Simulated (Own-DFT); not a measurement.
# Which defects push the lattice out? wurtzite GaN

No measurement is shown. These are fixed-geometry runs of a retired plane-wave code named Own-DFT, which no person has reviewed; spin and spin-orbit coupling are neglected.

Common settings: PBE; PseudoDojo norm-conserving scalar-relativistic files; cutoff 42 hartree; 4 x 4 x 3 k mesh centred on Gamma; Fermi-Dirac smearing of 0.1 eV.

Limits (not all hold for every row): not probed for a lower state with spin; forces not confirmed at this smearing and k mesh; stress not checked against mesh or cutoff.

All runs share one cell, with vectors in Å (9.567, 0.000, 0.000); (-4.784, 8.285, 0.000); (0.000, 0.000, 10.370) and a volume of 822.0 Å³. u is the rms random offset of the atoms per axis. The defect's site can differ from row to row.

```
cell,formula,u (Å),P (GPa)
no defect,Ga36N36,0.0202,5.93
no defect,Ga36N36,0.0448,7.32
no defect,Ga36N36,0.0515,7.87
one Ga on an N site,Ga37N35,0.0285,11.91
one Ga on an N site,Ga37N35,0.0294,12.19
one Ga on an N site,Ga37N35,0.0511,13.69
one N on a Ga site,Ga35N37,0.0274,5.46
one N on a Ga site,Ga35N37,0.0315,5.59
one N on a Ga site,Ga35N37,0.0524,?
one N on a Ga site,Ga35N37,0.0525,6.52
```

## Working it out

P = P0 + c u² + a shift for each defect gives P0 = 5.74 GPa, c = 771 ± 82 GPa/Å² and a scatter of 0.22 GPa. The shifts, and each times the cell's volume:

- one Ga on an N site: 5.76 ± 0.18 GPa, 29.5 eV
- one N on a Ga site: -1.04 ± 0.18 GPa, -5.3 eV

Positive is outwards. The product with the volume (160.2 GPa Å³ to the eV) is nearly free of the cell's size; divided by the bulk modulus at the cell's pressure it gives the volume that the defect adds. The atoms around the defects weren't relaxed, which would change these numbers.

## Withheld run

The question: what pressure belongs in the blank (one N on a Ga site, u = 0.0524 Å)?

From the fit: 6.82 ± 0.27 GPa. DFT gave 7.22 GPa.
